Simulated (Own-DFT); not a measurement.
Simulation results for GaN (wurtzite, strained, atoms displaced)

A calculation, not a measurement: plane-wave PBE density functional theory by an unreviewed code, no spin, of a simulated periodic cell, stress positive in tension, free energy of the whole cell less one offset for each atom, forces on such cells passed a denser k mesh, this cell's mesh not checked; offsets are fitted by least squares, one for each functional and potential file, so energies compare only between cells with the same atoms and settings and are not formation energies; the far tail of each file's local potential was reset to the Coulomb form; each entry is a single point on an unrelaxed cell, so the pressure reflects the starting lattice, mostly measured values (interpolated for alloys), from which strain is counted, and rises with the displacements; printed positions are rounded, which can move forces by about a meV/angstrom; the program, named Own-DFT, is a retired in-house code; no spin-orbit coupling. Program: Own-DFT development build.

Settings shared by all entries: functional PBE; potential files PseudoDojo norm-conserving, scalar-relativistic, standard set with the stringent files for Ga; wave cutoff 96 hartree; occupations Gaussian; smearing width 0.01 eV; k mesh 3 x 4 x 3 centred on Gamma.

(1) 
```xyz
96
Lattice="12.7560 -0.0957 0.0000 -4.8456 8.3211 0.0000 0.0000 0.0000 10.3700" Properties=species:S:1:pos:R:3:force_x:R:1:force_y:R:1:force_z:R:1 formula=GaN free_energy_of_cell_above_offsets=-4.834 pressure=6.95 stress_xx=-6.62 stress_yy=-6.65 stress_zz=-7.59 stress_yz=0.04 stress_xz=-0.65 stress_xy=-2.1
Ga    -0.1156     1.7490     0.0274      4.957      2.834      0.912
Ga     1.5710     0.9205     2.6321      1.253     -0.798      -0.84
N      0.1164     1.8529     1.9766     -2.348      0.201     -0.293
N      1.6133     0.8785     4.5409     -0.996      0.539     -0.183
Ga    -0.0104     1.8065     5.1018     -0.037      0.213       1.74
Ga     1.6632     0.8917     7.7654     -1.133      0.228      0.366
N     -0.0332     1.8102     7.1440       0.85      0.512     -0.656
N      1.6447     0.9137     9.7354     -1.294     -0.015     -0.139
Ga    -1.6212     4.6150    10.3377      0.644      1.127      0.689
Ga    -0.0598     3.6745     2.6495      0.037      0.973     -0.725
N     -1.6511     4.6731     1.8901     -0.006     -0.844      1.572
N     -0.0094     3.6576     4.6313     -0.682      0.681     -0.965
Ga    -1.6183     4.6925     5.2257     -0.699     -1.592     -2.139
Ga    -0.0532     3.7008     7.8255      0.754     -0.878     -1.246
N     -1.6729     4.5623     7.0480      1.121      1.068      1.979
N     -0.0720     3.6690     9.7213      0.721     -0.123      0.486
Ga    -3.2761     7.4312     0.0185      0.527     -0.399     -0.006
Ga    -1.6829     6.5079     2.7152      0.247      -0.51     -5.047
N     -3.2139     7.4269     1.9490     -1.276     -0.514      0.787
N     -1.6055     6.4967     4.4689     -1.451     -0.864      3.498
Ga    -3.2499     7.4469     5.1422      0.103     -1.359      1.344
Ga    -1.5999     6.4269     7.7776     -1.355      0.346      0.297
N     -3.3025     7.3610     7.1374      1.219     -0.017     -0.503
N     -1.6831     6.4740     9.7169      0.108     -0.141     -0.127
Ga     3.1601     1.8185     0.0410      0.524      -0.23     -0.121
Ga     4.8134     0.8126     2.6381     -0.087      1.817     -0.587
N      3.1769     1.7529     1.9750      0.442      1.162      0.171
N      4.7595     0.8745     4.5339      0.258     -0.733      0.936
Ga     3.1456     1.7772     5.1060      1.322      1.172       1.52
Ga     4.8668     0.8612     7.7862      -1.51      2.001      0.161
N      3.1964     1.8074     7.1641      0.923      0.667     -0.891
N      4.7998     0.8928     9.7184      0.397      1.094      0.059
Ga     1.6001     4.6299    10.2985     -1.216     -1.552      1.505
Ga     3.1058     3.6538     2.6008       1.05     -0.256     -0.349
N      1.5770     4.6420     1.9568     -0.452     -1.008     -0.613
N      3.1644     3.6466     4.5199      -0.55      0.149      0.809
Ga     1.5542     4.6182     5.2412       0.75     -0.482     -1.078
Ga     3.1927     3.7506     7.7642     -0.322     -2.233     -0.402
N      1.6640     4.6044     7.1117     -1.927      0.607      1.275
N      3.1075     3.6377     9.6715      1.135      0.343      0.717
Ga    -0.0713     7.4370    10.3361     -0.479     -1.127       0.41
Ga     1.5376     6.4163     2.5941     -0.894      0.872      0.138
N     -0.1247     7.4610     1.8807      0.779     -2.279       0.85
N      1.5648     6.4242     4.5753     -0.629      0.441     -0.275
Ga    -0.1293     7.3167     5.1938      2.511      1.544      0.818
Ga     1.5660     6.4593     7.8628      -0.24     -0.296     -1.473
N     -0.0690     7.4452     7.2441      0.477     -2.517     -1.817
N      1.4902     6.3798     9.7471      0.904      1.981      0.167
Ga     6.4557     1.7589    10.3458     -1.567      0.686      1.162
Ga     8.0205     0.9238     2.5175      -0.92     -0.878      0.942
N      6.3758     1.8085     1.9707      0.583       0.14     -0.459
N      7.9544     0.8419     4.5857      0.669     -0.219     -1.166
Ga     6.4073     1.7441     5.2083     -0.983     -0.554     -0.691
Ga     7.9246     0.9047     7.7602      0.975     -1.133     -0.291
N      6.4019     1.8077     7.1113     -0.356        0.6      0.787
N      7.9901     0.8721     9.7123      0.477     -0.559     -0.187
Ga     4.7684     4.4892    10.2666     -0.722      0.596      1.978
Ga     6.3383     3.7263     2.5883      0.856     -2.399      0.583
N      4.8396     4.5289     2.0061     -2.964      0.849     -1.927
N      6.2533     3.4822     4.5357      0.676      2.434      0.333
Ga     4.7356     4.5673     5.2510     -0.115     -0.602     -2.443
Ga     6.3385     3.6804     7.7590      0.532     -0.682      0.403
N      4.7622     4.5883     7.0929      0.583       0.23        1.8
N      6.3953     3.6794     9.8249     -0.623     -1.491     -2.194
Ga     3.1889     7.3358     0.0248     -0.861     -0.217     -0.319
Ga     4.7469     6.3611     2.5615     -1.366     -0.116      0.398
N      3.0915     7.3379     1.9449      1.137      0.359      0.113
N      4.7374     6.3854     4.5056      0.785     -0.156      0.548
Ga     3.2175     7.3335     5.1560     -1.089     -0.168      0.455
Ga     4.7966     6.3987     7.8255     -1.083      0.777     -1.027
N      3.1121     7.3289     7.1320       1.01      0.371      0.491
N      4.7884     6.4163     9.7417     -1.574     -0.925     -0.225
Ga     9.5470     1.8536    10.2483      1.199     -0.924      0.793
Ga    11.1923     0.7961     2.5443      0.343      0.358      0.426
N      9.6542     1.7728     1.9100     -0.517     -1.431     -1.184
N     11.1696     0.7966     4.5035     -0.355     -0.076      0.103
Ga     9.5527     1.7367     5.1636       0.39     -0.129      0.263
Ga    11.1188     0.8773     7.7250      1.587     -1.173      0.674
N      9.5886     1.7274     7.1534      -1.24       0.74     -0.331
N     11.2910     0.8610     9.7145     -5.262     -2.498     -1.267
Ga     7.9087     4.6224    10.3090      1.281     -0.359      1.497
Ga     9.4694     3.4785     2.5033      0.498      3.577      1.318
N      7.8826     4.6042     1.9480      1.256     -0.507     -0.273
N      9.4440     3.5373     4.5722      1.079      1.108     -0.884
Ga     7.8626     4.4814     5.1774      0.311       0.01     -0.202
Ga     9.5525     3.5953     7.7544     -0.386     -0.117      -0.08
N      7.9769     4.5174     7.1416     -0.731      0.554      0.134
N      9.5711     3.6788     9.7145     -1.328     -0.292     -0.511
Ga     6.2874     7.2540     0.0294      0.671      1.833      0.578
Ga     7.8535     6.3934     2.6979      1.237      0.104     -2.865
N      6.2636     7.2821     1.9838      1.029      0.668     -0.658
N      7.9583     6.4043     4.5068     -0.328     -0.895       2.04
Ga     6.3804     7.2731     5.1988     -0.812      0.343      -0.41
Ga     7.8927     6.4072     7.8308      0.523     -0.386     -0.472
N      6.3451     7.2823     7.1192     -0.341      0.524      0.305
N      7.8280     6.4163     9.7770      1.404      0.225     -0.786
```

Units: free_energy_of_cell_above_offsets in eV; pressure, stress_xx, stress_yy, stress_zz, stress_yz, stress_xz, stress_xy in GPa; force_x, force_y, force_z in eV/Å.

(2) 
```xyz
96
Lattice="12.7560 0.0000 0.0000 -4.7835 8.2853 -0.0621 0.0000 -0.0778 10.3700" Properties=species:S:1:pos:R:3:force_x:R:1:force_y:R:1:force_z:R:1 formula=GaN free_energy_of_cell_above_offsets=-3.900 pressure=7.19 stress_xx=-7.17 stress_yy=-5.92 stress_zz=-8.46 stress_yz=-1.8 stress_xz=-0.09 stress_xy=0.27
Ga    -0.0167     1.8641     0.0420      0.445      -0.47     -1.881
Ga     1.6203     0.8815     2.5127     -0.497      2.211      1.784
N     -0.0401     1.8942     1.8782       0.51     -0.576       1.93
N      1.6277     0.8868     4.5618     -0.791     -0.141     -0.758
Ga    -0.0121     1.8004     5.2213      0.815     -0.121     -1.328
Ga     1.4926     0.9062     7.8332      2.415     -0.301      0.031
N     -0.0051     1.7102     7.1490     -0.642      1.997     -0.941
N      1.6252     0.8148     9.7598     -0.602       0.79      0.014
Ga    -1.5541     4.5094     0.0160     -0.392      0.854       -0.8
Ga    -0.0296     3.7159     2.4907      1.837     -0.976      1.995
N     -1.5581     4.5427     2.0394     -1.922      1.518     -2.094
N     -0.0889     3.7447     4.5820      2.596     -2.514     -1.472
Ga    -1.6021     4.3881     5.2668     -1.147      3.211     -0.626
Ga    -0.0145     3.5903     7.7357      0.221      0.344     -1.101
N     -1.6112     4.5729     7.1518     -0.589     -2.068     -0.426
N      0.0126     3.5223     9.5600      0.184      1.016      3.027
Ga    -3.2889     7.3811    -0.0441      0.904     -0.818     -0.735
Ga    -1.6284     6.4923     2.5392      0.194     -0.798      0.575
N     -3.1821     7.4488     1.8644     -0.425     -2.695      0.239
N     -1.5088     6.3499     4.4774     -1.286      0.308      0.892
Ga    -3.1816     7.2508     5.1678      0.594      0.815     -0.063
Ga    -1.5680     6.3118     7.7010     -0.618      2.638      0.479
N     -3.2921     7.4083     7.1527      1.952     -1.353     -0.951
N     -1.6678     6.3191     9.6302      0.344     -0.133      1.246
Ga     3.2070     1.7793     0.0502      0.804      0.963     -0.956
Ga     4.7906     0.9563     2.6424     -0.018     -0.697     -0.859
N      3.2076     1.8581     1.9518      0.038      0.157      0.762
N      4.7349     0.8775     4.6355       1.27      1.971     -1.651
Ga     3.1864     1.8532     5.2042      -0.79      0.125     -1.979
Ga     4.8527     0.8997     7.7441     -1.785     -0.739      1.022
N      3.1364     1.7800     6.9957      0.476      0.639      4.012
N      4.8684     0.8815     9.7600     -0.727     -0.416     -0.333
Ga     1.5733     4.5830     0.0225     -0.202      0.392      -2.04
Ga     3.1844     3.7612     2.6568      0.013     -1.418     -2.629
N      1.6424     4.5710     1.8730     -1.052      0.149      1.575
N      3.2666     3.6753     4.4438      -0.83      0.487      3.013
Ga     1.5257     4.6454     5.1376      0.606     -0.699      0.085
Ga     3.2502     3.6583     7.8085     -2.006     -1.089     -0.069
N      1.5358     4.6212     7.0968      0.743     -2.968     -0.793
N      3.1586     3.6793     9.7680      1.021     -1.052     -0.695
Ga    -0.0368     7.2228    10.2961     -0.081      0.951     -0.119
Ga     1.6071     6.4140     2.4990     -0.536      0.284     -0.004
N     -0.0297     7.2953     1.9212      0.607      1.142     -0.383
N      1.5635     6.4465     4.4371      0.441     -0.185      0.323
Ga    -0.0031     7.4240     5.0865      -0.47     -2.527      1.143
Ga     1.5362     6.3144     7.6567      0.688      2.826      1.986
N      0.0141     7.3215     7.1060     -0.693      0.132     -0.731
N      1.5886     6.3657     9.7099     -0.105     -0.602     -0.307
Ga     6.5117     1.8612     0.0133     -2.077      0.361     -0.764
Ga     7.9618     0.9479     2.6166     -0.113     -1.286      0.218
N      6.4461     1.8332     1.9037     -0.972      0.528      1.658
N      8.0239     0.8333     4.5544     -0.632      0.732      0.218
Ga     6.4024     1.7833     5.1341       0.01     -0.145       0.98
Ga     7.9724     0.8634     7.7697      0.537     -0.106       0.26
N      6.4116     1.7662     7.1957      0.154      1.432     -1.757
N      7.9253     0.7757     9.6925      1.341       0.37      0.541
Ga     4.8180     4.6747    -0.0094     -0.911     -0.481      0.343
Ga     6.3826     3.6932     2.6699     -0.081     -0.369     -2.719
N      4.7658     4.5628     1.9494      1.033      0.731      0.116
N      6.3977     3.6829     4.5007     -0.079     -1.281      1.418
Ga     4.8567     4.5862     5.1535     -1.062      0.288     -0.066
Ga     6.3274     3.6431     7.7550      0.456     -0.186      0.403
N      4.7293     4.5584     7.0931      0.928     -0.675     -0.542
N      6.3292     3.6552     9.7079      1.062     -0.651     -0.031
Ga     3.1619     7.3501     0.0271      0.295     -0.375     -1.141
Ga     4.8042     6.3982     2.6433      0.376      0.686     -1.945
N      3.1957     7.3505     1.9414      0.399     -0.045      0.368
N      4.8720     6.4538     4.5095     -1.304     -1.008      0.485
Ga     3.1775     7.2471     5.0921      0.262      0.799      1.036
Ga     4.7757     6.3186     7.6895     -0.159      2.509      0.895
N      3.1276     7.3671     7.1333      0.676      -1.82     -1.268
N      4.8599     6.4196     9.7158     -2.401     -0.869     -0.994
Ga     9.5206     1.7619     0.0395      0.663      0.583     -1.328
Ga    11.1494     0.8652     2.5018      0.581      0.682       1.04
N      9.5263     1.7135     1.9517      0.686       1.79      0.212
N     11.1226     0.8700     4.5402       0.74      1.292     -0.748
Ga     9.5908     1.8273     5.1573     -0.509      -0.03      0.193
Ga    11.1198     0.9891     7.6840      1.317     -3.075      2.337
N      9.6240     1.8146     7.1981     -2.714      0.659     -2.125
N     11.1956     0.9221     9.7139     -0.871      -1.22     -0.193
Ga     7.9871     4.5829    -0.0218       -0.1      0.157     -0.761
Ga     9.5573     3.6934     2.5699      0.691     -1.255      0.007
N      8.0191     4.5402     1.8982     -0.836      0.367      0.542
N      9.5316     3.7594     4.5146      0.597     -2.272     -0.086
Ga     7.9740     4.4693     5.1991     -0.493      2.164     -0.064
Ga     9.4664     3.6199     7.7021      0.872       0.84      1.544
N      7.9128     4.5595     7.0816      0.083      0.111      0.924
N      9.5871     3.6029     9.7065     -0.716     -0.626      0.149
Ga     6.3463     7.3338    -0.0376       1.06      1.898     -0.542
Ga     8.0221     6.3367     2.6038     -0.232      1.512     -0.101
N      6.4912     7.3849     1.8351     -0.751     -1.657      1.685
N      7.9577     6.3769     4.5744     -0.079     -0.205     -0.858
Ga     6.3577     7.4065     5.1501      1.227     -0.918     -0.225
Ga     8.0140     6.4611     7.7916     -1.854     -0.712     -0.729
N      6.3258     7.3012     7.0044      0.333      0.446      2.019
N      7.8866     6.3526     9.7027      1.054     -0.233      -0.01
```

Units: free_energy_of_cell_above_offsets in eV; pressure, stress_xx, stress_yy, stress_zz, stress_yz, stress_xz, stress_xy in GPa; force_x, force_y, force_z in eV/Å.

(3) 
```xyz
96
Lattice="12.7560 -0.0957 0.0000 -4.8456 8.3211 0.0000 0.0000 0.0000 10.3700" Properties=species:S:1:pos:R:3:force_x:R:1:force_y:R:1:force_z:R:1 formula=GaN free_energy_of_cell_above_offsets=-4.272 pressure=7.26 stress_xx=-7.03 stress_yy=-7.27 stress_zz=-7.47 stress_yz=0.86 stress_xz=-0.45 stress_xy=-1.92
Ga    -0.0283     1.9530    10.3677      0.082     -3.714      0.901
Ga     1.5888     0.8715     2.6489      -0.12      0.692     -1.211
N     -0.0098     1.8045     1.9797      0.845        0.9     -0.382
N      1.6193     1.0277     4.5395     -0.777     -2.776      -0.26
Ga     0.1615     1.9840     5.1482     -2.807     -2.905      1.207
Ga     1.5550     0.8849     7.7006      1.075      0.426      1.855
N      0.0328     1.7889     7.1650     -0.449      2.334      -1.76
N      1.4793     0.9317     9.6889      1.729      0.202      0.194
Ga    -1.6170     4.5985    10.3158     -0.526      0.196      0.737
Ga    -0.0860     3.6742     2.5467      1.283     -0.529      0.276
N     -1.5989     4.5967     1.9539     -1.336      0.102     -0.467
N      0.0207     3.6655     4.5109     -2.099      1.268     -0.527
Ga    -1.6233     4.5889     5.2222      0.315      0.232     -1.886
Ga    -0.0650     3.7590     7.7539      1.297     -1.587      0.559
N     -1.5849     4.6137     7.0598     -1.041      0.128      2.056
N      0.0135     3.6127     9.7331     -1.705      3.136     -1.499
Ga    -3.2201     7.4825     0.0372     -0.826     -0.114      -0.85
Ga    -1.6722     6.4436     2.5868     -1.148     -0.528     -0.382
N     -3.2675     7.4208     1.9193     -0.236     -0.911      1.509
N     -1.6357     6.4138     4.4857     -0.605       0.25      1.356
Ga    -3.1989     7.3861     5.2204     -1.084     -0.147     -0.957
Ga    -1.6795     6.4668     7.7343      0.323       0.33      0.975
N     -3.2612     7.4021     7.1412       0.07     -0.798      -0.42
N     -1.7019     6.4950     9.7850      0.717     -1.067      -1.17
Ga     3.2670     1.7767     0.0230      -2.99      0.849     -0.078
Ga     4.7823     0.9144     2.5661     -0.672     -1.007      0.329
N      3.1706     1.8140     1.9876      0.442     -0.411     -0.448
N      4.7876     0.8649     4.5078     -0.139      1.067      0.191
Ga     3.1287     1.7599     5.1940      2.804      2.052     -0.441
Ga     4.7477     0.9251     7.6958      0.632     -0.356      0.788
N      3.1849     1.7355     7.0708     -0.643      1.529      0.856
N      4.7253     0.9121     9.7234      1.524     -1.383     -0.533
Ga     1.4614     4.5881     0.0402      2.038     -0.102     -0.602
Ga     3.2005     3.6483     2.5608     -1.152     -0.314      1.153
N      1.5788     4.4400     1.8938     -0.451      1.712        1.2
N      3.1625     3.7229     4.5575      0.061       -1.2     -0.116
Ga     1.4970     4.4801     5.2033       2.45      2.708      0.139
Ga     3.1592     3.7616     7.7815      1.114     -1.803      0.073
N      1.5989     4.5811     7.1932     -1.383      0.213     -0.796
N      3.1303     3.6114     9.7303       0.01       0.62     -0.038
Ga    -0.0821     7.3600     0.0180      0.155      0.077      0.062
Ga     1.6451     6.4642     2.5687     -2.004     -1.577      0.674
N     -0.1533     7.2924     2.0085      2.669      1.458     -1.126
N      1.5740     6.4142     4.5429     -0.942     -0.274     -0.098
Ga    -0.0827     7.4053     5.1297      1.266     -1.156       0.79
Ga     1.5445     6.3965     7.8962     -0.343      0.543     -2.312
N     -0.0560     7.3840     7.2299      0.057     -0.695     -1.226
N      1.5565     6.4171     9.7376     -0.495      0.357      1.525
Ga     6.3206     1.7750    10.3538      0.698     -0.458     -0.145
Ga     7.8782     0.9063     2.5911      2.449     -1.478      0.726
N      6.3838     1.7853     1.9467     -0.857      0.394     -0.478
N      7.9818     0.8353     4.5924     -0.396       1.16     -0.859
Ga     6.3872     1.8725     5.1332       -0.2     -1.508      0.687
Ga     7.9053     0.7702     7.7704      0.652      0.177     -0.185
N      6.4036     1.7480     7.0912     -0.488      1.019      0.306
N      8.0091     0.8833     9.7317     -2.072     -0.781     -0.466
Ga     4.7117     4.5438     0.0101       0.15       0.02     -0.121
Ga     6.4373     3.6017     2.6187      -2.08      0.424     -0.638
N      4.6961     4.5907     1.9924      2.116     -0.556      -0.88
N      6.3711     3.6709     4.5155     -0.551     -0.285      0.243
Ga     4.7677     4.6295     5.1871     -0.541     -0.263     -1.085
Ga     6.4309     3.6432     7.8342     -1.117     -0.556     -1.604
N      4.7861     4.6153     7.0467       0.37     -1.091      2.029
N      6.3217     3.5360     9.6916      0.168      1.692      1.361
Ga     3.1644     7.3787    10.3205     -0.032     -0.555      0.582
Ga     4.7078     6.4040     2.5336      0.934       0.53      1.384
N      3.1752     7.2906     1.9291     -0.452      1.779     -0.664
N      4.7389     6.4395     4.5571     -0.554     -0.114     -0.914
Ga     3.1123     7.3555     5.2240      0.179     -0.743     -1.091
Ga     4.8011     6.3846     7.7842     -1.132      0.459      0.149
N      3.0888     7.2557     7.0818      0.754      0.406      2.116
N      4.7225     6.4044     9.7466      0.627     -0.263      0.007
Ga     9.4580     1.7959     0.0380      2.502     -0.994     -0.235
Ga    11.2348     0.8085     2.5797     -1.441      1.413       0.42
N      9.5839     1.7188     1.9276     -0.782      0.565      1.013
N     11.1207     0.7445     4.4607      0.681      2.329      1.576
Ga     9.5739     1.8206     5.2134      0.287      -2.56      0.171
Ga    11.1787     0.9453     7.7193     -0.733     -1.845      1.493
N      9.5128     1.7695     7.2178      0.334     -0.164     -1.051
N     11.2304     0.8111     9.7340     -1.419      0.741     -0.199
Ga     7.9905     4.5697    10.3106     -1.515     -0.274      0.872
Ga     9.5085     3.5794     2.5966      0.835     -0.238     -0.186
N      7.9097     4.5147     1.9666       0.96      0.696     -0.714
N      9.5719     3.5473     4.5990     -0.433      1.714      -1.09
Ga     7.9364     4.4916     5.1480      0.723       1.35      1.258
Ga     9.5100     3.5812     7.8211       0.39      0.225     -0.146
N      7.9950     4.5532     7.2215     -0.335      0.433     -1.298
N      9.4548     3.5624     9.7765      1.888      0.745     -0.751
Ga     6.3571     7.3244     0.1179      0.171      0.178     -3.881
Ga     7.8128     6.3694     2.5805      1.181      0.466      0.331
N      6.3397     7.4382     1.8971     -0.545     -2.936      2.089
N      7.8391     6.3977     4.5641      1.588     -0.517     -0.326
Ga     6.2867     7.3396     5.1707       0.19      -0.21       0.91
Ga     7.8712     6.4478     7.8122      0.609     -0.614     -0.141
N      6.3154     7.3054     7.1826      0.207      1.275     -0.948
N      7.9990     6.3517     9.7297     -0.955      0.784       0.55
```

Units: free_energy_of_cell_above_offsets in eV; pressure, stress_xx, stress_yy, stress_zz, stress_yz, stress_xz, stress_xy in GPa; force_x, force_y, force_z in eV/Å.
